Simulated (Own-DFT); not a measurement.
# Computed records: Hf$_{36}$O$_{71}$ (tetragonal hafnia with one neutral oxygen vacancy, atoms displaced)

All values are calculated (Own-DFT development build). A calculation, not a measurement: plane-wave PBE and HSE06 DFT by an unreviewed code, no spin, of a simulated cell at Gamma alone, so results move with cell size and shape, stress positive in tension, energies less offsets, not probed for a lower state with spin; hafnium file: forces about 75 meV/angstrom off all-electron values; oxygen file: force components 24 meV/angstrom off all-electron in a glass; k mesh not checked against a denser one; forces and stress are PBE's, HSE06 gives the energy alone, and its difference from PBE has offsets of its own; offsets are fitted by least squares, one for each functional and potential file, so energies compare only between cells with the same atoms and settings and are not formation energies; the far tail of each file's local potential was reset to the Coulomb form; each entry is a single point on an unrelaxed cell, so the pressure reflects the starting lattice, taken from the Materials Project, from which strain is counted, and rises with the displacements; printed positions are rounded, which can move forces by about a meV/angstrom; the program is a retired in-house code; no spin-orbit coupling.

Settings shared by all entries: first functional PBE; second functional HSE06; exact exchange share 0.25; screening 0.11 1/bohr; exchange divergence Gygi-Baldereschi; potential files PseudoDojo norm-conserving, scalar-relativistic, made for PBE, standard set; wave cutoff 48 hartree; occupations fixed; k mesh 1 x 1 x 1 centred on Gamma.

(1) Hf$_{36}$O$_{71}$ (tetragonal hafnia with one neutral oxygen vacancy, atoms displaced)

```xyz
107
Lattice="10.7800 0.0000 0.0000 0.0000 10.7800 0.0000 0.0000 0.0000 10.4493" Properties=species:S:1:pos:R:3 Hf36O71
Hf     0.0839     0.0560    10.3773
Hf     1.7681     1.8548     2.6078
O     10.7427     1.7859     1.5398
O      1.7857     0.0316     3.6256
O     10.7502     1.8543     4.2358
O      1.8540    10.7438     1.0497
Hf    10.7443    10.7261     5.2258
Hf     1.8386     1.8000     7.9168
O     10.7221     1.9130     6.8873
O      1.8135    10.7610     8.8429
O     10.6501     1.7268     9.3837
O      1.7786    10.7406     6.2363
Hf     0.1299     3.7166     0.0533
Hf     1.8980     5.5045     2.6300
O     10.7263     5.4100     1.6396
O      1.8001     3.5512     3.5532
O     10.7359     5.3487     4.1363
O      1.7958     3.5760     1.1120
Hf     0.0457     3.5496     5.2084
Hf     1.8013     5.3715     7.8630
O      0.0293     5.3524     6.7286
O      1.8103     3.6025     8.8966
O      0.0380     5.4561     9.4076
O      1.8280     3.6406     6.2294
Hf    10.7696     7.1269     0.0487
Hf     1.7846     9.0058     2.7499
O     10.7163     9.0538     1.6592
O      1.7496     7.1829     3.6648
O     10.7478     9.0404     4.1387
O      1.7591     7.0953     0.9662
Hf     0.0127     7.1301     5.2714
Hf     1.7665     8.9564     7.8372
O      0.0441     9.0846     6.8483
O      1.7545     7.2065     8.8004
O     10.7415     8.9492     9.3685
O      1.8369     7.1343     6.2312
Hf     3.5772    10.7790    10.3810
Hf     5.3999     1.8559     2.7278
O      3.6080     1.8236     1.4634
O      5.3905     0.0966     3.5858
O      3.6789     1.7223     4.1660
O      5.2839     0.0206     0.9458
Hf     3.5456     0.0265     5.1938
Hf     5.4382     1.7935     7.8353
O      3.5938     1.7748     6.7798
O      5.4019     0.0283     8.8957
O      3.5715     1.7883     9.4254
O      5.4531     0.0453     6.2767
Hf     3.5726     3.5931     0.0714
Hf     5.3892     5.4269     2.5453
O      3.6032     5.3299     1.5704
O      5.3197     3.5451     3.6462
O      3.5608     5.3201     4.1771
O      5.3785     3.5999     1.0758
Hf     3.6061     3.5607     5.1125
Hf     5.4048     5.4114     7.8323
O      3.6189     5.4507     6.7857
O      5.3691     3.5676     8.7731
O      3.6824     5.4408     9.4704
O      5.3714     3.6574     6.2739
Hf     3.6289     7.2198     0.0339
Hf     5.3938     9.0649     2.5835
O      3.5946     8.9898     1.5459
O      5.4788     7.2517     3.5973
O      3.5794     9.0943     4.2429
O      5.3438     7.1554     1.0135
Hf     3.5553     7.0657     5.2439
Hf     5.4109     8.9951     7.9278
O      3.5436     9.0151     6.8139
O      5.3509     7.1657     8.8310
O      3.6513     9.0167     9.4235
O      5.3484     7.1511     6.2732
Hf     7.1371    10.7210     0.0228
Hf     9.0296     1.8440     2.6693
O      7.1997     1.7654     1.4479
O      8.9319     0.0376     3.5712
O      7.1707     1.8342     4.1586
O      8.9484    10.7780     1.0100
Hf     7.1477     0.0070     5.1411
Hf     9.0337     1.8164     7.7821
O      7.1756     1.7230     6.7074
O      9.0213     0.0068     8.8289
O      7.1069     1.8489     9.3375
O      8.9116    10.7600     6.2184
Hf     7.2199     3.5628     0.0315
Hf     9.0225     5.4363     2.6061
O      7.2278     5.3234     1.6280
O      9.0201     3.6254     3.6216
O      7.2146     5.4205     4.2118
Hf     7.1609     3.6403     5.1476
Hf     8.9271     5.4055     7.9048
O      7.2129     5.4123     6.7253
O      8.9798     3.5675     8.9686
O      7.2141     5.3852     9.4805
O      8.9745     3.5726     6.2106
Hf     7.2294     7.2070     0.0036
Hf     9.0219     8.9989     2.6455
O      7.1378     9.0504     1.6252
O      8.8976     7.2713     3.6610
O      7.2418     9.0944     4.1608
O      9.0517     7.2651     0.9915
Hf     7.1940     7.1380     5.2833
Hf     9.0486     9.0035     7.8339
O      7.2825     9.0740     6.8456
O      9.0078     7.2076     8.7738
O      7.1032     8.8912     9.5129
O      8.9616     7.2081     6.1860
```

| Property | Result |
| --- | --- |
| PBE energy of cell above offsets | -96.777 eV |
| HSE06 less PBE above offsets | 0.073 eV |
| PBE pressure | 2.24 GPa |
| PBE stress xx | -0.46 GPa |
| PBE stress yy | -4.01 GPa |
| PBE stress zz | -2.25 GPa |
| PBE stress yz | -0.98 GPa |
| PBE stress xz | 0.48 GPa |
| PBE stress xy | -0.01 GPa |

Force:
```
element  x (eV/Å)  y (eV/Å)  z (eV/Å)
     Hf    -1.839    -1.567     1.418
     Hf      0.66    -1.915    -1.796
      O     0.885     0.576     0.465
      O    -0.272     0.477      0.44
      O     0.225    -1.861    -0.659
      O    -0.987     0.238    -0.432
     Hf      -0.4     0.825     0.527
     Hf     0.377    -0.297    -1.485
      O     2.826    -0.316     -1.24
      O    -0.357     0.258     0.362
      O     1.648     2.019     0.484
      O    -0.695     0.814    -0.298
     Hf    -2.911    -1.487    -0.503
     Hf    -1.644    -1.773    -0.558
      O     2.051    -0.459    -1.426
      O      0.36     1.558     1.331
      O     0.582     1.188     0.773
      O     0.142     0.502    -0.611
     Hf    -1.043     1.508     1.204
     Hf      0.32      0.57    -1.076
      O     -0.54     0.806     1.215
      O    -0.275     0.148     0.515
      O      0.01    -1.195    -0.055
      O     0.393    -0.237    -0.186
     Hf      0.46     2.236    -1.318
     Hf     0.073     1.629     -2.28
      O     2.551    -0.599    -0.557
      O     0.481     0.336     0.438
      O     0.493    -1.217      1.21
      O     0.965    -0.195     1.223
     Hf    -0.836    -0.686    -0.681
     Hf     1.352     0.637    -0.057
      O    -0.783    -0.748    -1.553
      O     0.482    -0.801     0.378
      O     0.475     0.109     1.183
      O    -1.317     0.295     0.008
     Hf     0.024     0.516     1.141
     Hf     0.284     -1.11     -3.73
      O    -0.661     0.578     1.831
      O     0.278     -1.82     0.495
      O    -0.837     1.784    -0.569
      O     1.539    -0.611      0.92
     Hf     0.938    -0.367     2.503
     Hf     0.795    -0.412    -0.947
      O    -0.729     0.185     0.326
      O     0.094    -0.742    -0.394
      O    -0.656     0.809    -0.686
      O     -1.61    -0.771    -0.751
     Hf     1.542    -0.869    -0.706
     Hf     1.251     0.017     0.304
      O    -0.278     0.562     0.369
      O     0.231     2.732     0.798
      O    -0.152     1.457    -0.946
      O     0.244     0.635      -0.5
     Hf      0.39    -1.317     2.505
     Hf    -0.544    -0.998    -0.267
      O    -0.741    -0.069     0.316
      O    -0.306     1.327     0.926
      O    -0.811    -0.769    -0.142
      O     0.049    -0.033    -1.409
     Hf    -0.521     0.671     -1.26
     Hf    -0.357     0.208     0.448
      O    -0.676     -0.99     1.057
      O    -0.836    -0.841     0.002
      O    -0.287    -2.502    -0.975
      O     1.522    -0.467     0.331
     Hf     1.662      1.92     0.911
     Hf    -0.401     0.712    -1.851
      O     0.867    -0.317     0.582
      O     0.418     0.446     0.589
      O     -0.11    -1.325    -0.279
      O     0.555     0.322    -0.602
     Hf     0.701     2.085     0.291
     Hf    -1.236    -0.798    -1.759
      O     0.119     0.923     1.496
      O     0.824     0.369     0.795
      O    -0.006     0.655    -0.777
      O     0.604    -0.294    -0.844
     Hf     0.106     0.667      1.62
     Hf    -2.808    -0.232     1.002
      O      0.35     1.149     0.799
      O    -0.704    -0.602    -0.144
      O     0.267    -0.674     0.618
      O     2.147     0.263    -0.495
     Hf     0.513    -1.258    -0.045
     Hf     -1.02    -0.436     1.202
      O    -0.483     0.352    -0.203
      O    -0.503     0.236    -0.529
      O     -0.56    -0.402    -0.605
     Hf     0.528    -0.987     1.789
     Hf     0.422    -1.456    -0.939
      O     0.079     0.228     1.303
      O     0.157     1.178    -0.628
      O     0.085     0.583     -0.78
      O     -0.28     0.306    -0.011
     Hf    -0.453    -1.063      0.78
     Hf    -1.504     1.271     -0.56
      O      0.44    -0.548    -0.758
      O     0.634    -1.349    -0.211
      O    -0.835    -1.844     0.467
      O    -1.848    -0.385     0.543
     Hf    -0.768     1.669     -1.16
     Hf    -0.397     1.346    -0.163
      O    -1.778    -1.164     0.533
      O    -0.552    -0.733     0.905
      O     0.074     1.084    -1.043
      O     1.604    -0.068     0.771
```

(2) Hf$_{36}$O$_{71}$ (tetragonal hafnia with one neutral oxygen vacancy, atoms displaced)

```xyz
107
Lattice="10.7800 0.0000 0.0000 0.0000 10.7800 0.0000 0.0000 0.0000 10.4493" Properties=species:S:1:pos:R:3 Hf36O71
Hf     0.0034     0.0119     0.0706
Hf     1.7977     1.8095     2.6126
O     10.7608     1.8557     1.5550
O      1.8102    10.7789     3.5949
O      0.0030     1.7832     4.2135
O      1.7989     0.0319     1.0459
Hf     0.0021     0.0559     5.1980
Hf     1.7419     1.8107     7.7846
O      0.0501     1.7496     6.8184
O      1.7910     0.0244     8.8459
O      0.0467     1.8633     9.4303
O      1.7390     0.0138     6.2588
Hf     0.0225     3.5838    10.4485
Hf     1.7696     5.3712     2.6059
O      0.0152     5.3704     1.6136
O      1.7936     3.6052     3.6480
O      0.0085     5.3511     4.2362
O      1.7987     3.5816     0.9738
Hf    10.7555     3.6019     5.1992
Hf     1.8310     5.4308     7.8463
O      0.0031     5.3762     6.7774
O      1.7888     3.6151     8.9144
O      0.0142     5.3738     9.3776
O      1.8053     3.6025     6.2721
Hf     0.0104     7.2314    10.4417
Hf     1.7306     8.9960     2.6396
O     10.7626     8.9943     1.5671
O      1.8039     7.2021     3.6390
O      0.0139     8.9637     4.2460
O      1.7523     7.1689     1.0328
Hf     0.0214     7.1813     5.2475
Hf     1.8136     9.0141     7.8380
O      1.8381     7.2347     8.8733
O     10.7316     9.0276     9.4124
O      1.7704     7.2217     6.2873
Hf     3.5752     0.0740    10.4042
Hf     5.3895     1.7861     2.6178
O      3.6068     1.7903     1.6415
O      5.4255    10.7268     3.6380
O      3.6160     1.7847     4.1907
O      5.3819     0.0042     0.9871
Hf     3.5922     0.0257     5.1792
Hf     5.4203     1.8028     7.8597
O      3.5290     1.7840     6.7654
O      5.3746    10.7292     8.8554
O      3.5984     1.7831     9.4623
O      5.4144     0.0008     6.2610
Hf     3.6163     3.5350    10.4409
Hf     5.3970     5.3901     2.5832
O      3.5909     5.4311     1.5907
O      5.3644     3.5944     3.6317
O      3.5701     5.3801     4.2350
O      5.3827     3.5981     1.0563
Hf     3.5818     3.6234     5.2457
Hf     5.4081     5.4044     7.8601
O      3.5785     5.3889     6.8312
O      5.3902     3.6407     8.9025
O      3.6137     5.4153     9.4923
O      5.4634     3.5549     6.2554
Hf     3.5741     7.1675    10.4386
Hf     5.4629     8.9566     2.6174
O      3.5782     8.9938     1.6503
O      5.4365     7.1737     3.6472
O      3.6133     8.9588     4.2575
O      5.4257     7.1429     1.0121
Hf     3.5754     7.1890     5.1633
Hf     5.3673     8.9343     7.8340
O      3.6038     9.0016     6.8062
O      5.3820     7.2148     8.8704
O      3.5709     9.0329     9.4335
O      5.3992     7.1945     6.2220
Hf     7.2230    10.7380    10.4491
Hf     8.9855     1.8278     2.6347
O      7.2040     1.7950     1.5555
O      9.0221    10.7758     3.6011
O      7.1711     1.7946     4.2703
O      9.0387    10.7250     1.0107
Hf     7.1780    10.7464     5.2138
Hf     9.0235     1.8098     7.8566
O      7.1841     1.8436     6.8140
O      8.9586    10.7651     8.8662
O      7.1956     1.7804     9.4517
O      8.9916    10.7525     6.1857
Hf     7.1792     3.5578     0.0022
Hf     8.9935     5.3827     2.5818
O      7.1721     5.3435     1.6307
O      8.9866     3.5931     3.6632
O      7.1621     5.4047     4.2418
O      9.0085     3.5453     1.0354
Hf     7.1727     3.5631     5.2156
Hf     8.9733     5.4340     7.8164
O      7.1580     5.4082     6.8408
O      8.9724     3.6147     8.8578
O      7.2126     5.3486     9.4446
O      8.9731     3.5533     6.2643
Hf     7.1807     7.1378     0.0232
Hf     8.9970     8.9775     2.6312
O      7.2136     9.0035     1.6072
O      8.9701     7.1333     3.5831
O      7.2295     8.9842     4.2556
O      8.9832     7.1806     1.0264
Hf     7.1843     7.2477     5.2485
Hf     8.9767     8.9827     7.8447
O      7.1818     8.9662     6.8518
O      8.9671     7.2154     8.8326
O      7.1694     8.9593     9.3904
O      9.0214     7.2150     6.2253
```

| Item | Value |
| --- | --- |
| PBE energy of cell above offsets | -101.194 eV |
| HSE06 less PBE above offsets | -0.156 eV |
| PBE pressure | 1.03 GPa |
| PBE stress xx | -0.15 GPa |
| PBE stress yy | -1.16 GPa |
| PBE stress zz | -1.79 GPa |
| PBE stress yz | 0.11 GPa |
| PBE stress xz | 0.25 GPa |
| PBE stress xy | 0.01 GPa |

Force:
```
element  x (eV/Å)  y (eV/Å)  z (eV/Å)
     Hf     0.568     0.314    -1.381
     Hf    -0.057     0.044    -0.324
      O      0.33     -0.53     0.818
      O    -0.087     0.313     0.628
      O      0.08     0.856    -0.717
      O    -0.259     0.115    -0.132
     Hf    -0.211    -1.363     0.762
     Hf     1.095     0.242     1.055
      O    -1.762     0.304     -0.56
      O     0.033      0.16     0.122
      O    -0.561    -1.397    -0.299
      O     0.786    -0.675    -0.565
     Hf    -0.218      0.73    -0.437
     Hf     0.665     0.545      0.03
      O    -0.362    -0.012    -0.268
      O     0.119    -0.528     -0.18
      O     0.069     0.582    -0.698
      O     0.643    -0.056     1.022
     Hf      0.13     0.347      1.01
     Hf     -1.24     -0.57     0.347
      O     0.022     0.027     0.398
      O     0.629    -0.036    -0.985
      O     -0.16      1.04     0.691
      O     -0.42    -0.007    -0.371
     Hf    -0.198    -0.559    -0.658
     Hf     1.426    -0.462    -0.586
      O     0.244    -0.118     0.235
      O     -0.06    -0.518     0.044
      O    -0.095      0.44    -0.094
      O     0.261     0.138    -0.187
     Hf     0.041    -0.273     0.211
     Hf    -0.348     0.222    -0.351
      O    -0.137    -0.387     0.136
      O     0.353    -0.421     0.192
      O     0.507     0.134    -0.287
     Hf     0.422    -2.228     0.937
     Hf     0.305    -0.029     0.044
      O    -0.277     0.232     -0.54
      O     0.004     0.525    -0.096
      O     -0.09     0.411    -0.117
      O     0.344      0.14     0.201
     Hf      0.19    -0.537     1.301
     Hf    -0.169    -0.614    -0.713
      O     1.175     0.045     0.684
      O     0.133     1.138    -0.284
      O     0.385     0.973    -0.949
      O    -0.368     0.316    -0.462
     Hf     -0.43     1.274     0.263
     Hf    -0.217    -0.182     0.742
      O    -0.304    -0.067     0.396
      O     0.115    -0.146    -0.073
      O     0.044     0.172    -0.367
      O     0.075    -0.251    -0.279
     Hf     0.477    -0.675     0.257
     Hf    -0.185     0.185    -0.283
      O     0.813    -0.133     0.049
      O    -0.168    -0.915    -0.236
      O    -0.101    -0.714    -0.698
      O    -1.833     0.234     0.311
     Hf     -0.12     1.162     0.724
     Hf    -1.814     0.078    -0.433
      O     0.256    -0.407     0.234
      O    -0.234     0.328    -0.315
      O     -0.12     0.649    -0.477
      O    -0.352      0.24      0.21
     Hf     0.126     0.167     1.094
     Hf     0.017     1.043    -0.089
      O     -0.43    -0.057      0.19
      O    -0.066    -1.074      0.11
      O     0.007    -0.635     0.247
      O    -0.582    -0.032     0.261
     Hf    -0.573    -0.154    -0.318
     Hf    -0.097     0.072    -0.603
      O    -0.008    -0.139     0.867
      O    -0.196     0.196    -0.087
      O     0.113    -0.553    -1.187
      O    -0.991     0.261     0.352
     Hf    -0.274     0.738     0.953
     Hf    -0.627     0.277    -0.118
      O     0.471    -0.538     0.871
      O         0      0.76    -0.249
      O    -0.327     -0.04     -0.42
      O      0.08    -0.074     0.485
     Hf     0.518     0.003     0.353
     Hf    -0.275    -0.236     0.474
      O     0.628     0.125    -0.579
      O     0.039    -0.097    -0.227
      O     0.159    -0.225     0.049
      O    -0.664     0.423    -0.075
     Hf     0.449     0.919     0.299
     Hf     0.593      -0.6     0.164
      O     0.573     0.222     0.176
      O     -0.07    -0.338    -0.169
      O     -0.21     0.791     0.125
      O     0.404     0.043    -0.234
     Hf     0.343     0.535    -0.812
     Hf     0.059    -0.284    -0.035
      O     0.116     -0.03    -0.126
      O      0.18     0.847     0.285
      O     0.098    -0.009    -1.066
      O     0.084     -0.19    -0.283
     Hf    -0.025    -1.614      0.08
     Hf     0.751     0.239    -0.358
      O     0.038    -0.054    -0.555
      O     0.045    -0.571     0.241
      O     0.152    -0.162     1.099
      O    -0.408     0.196     0.173
```
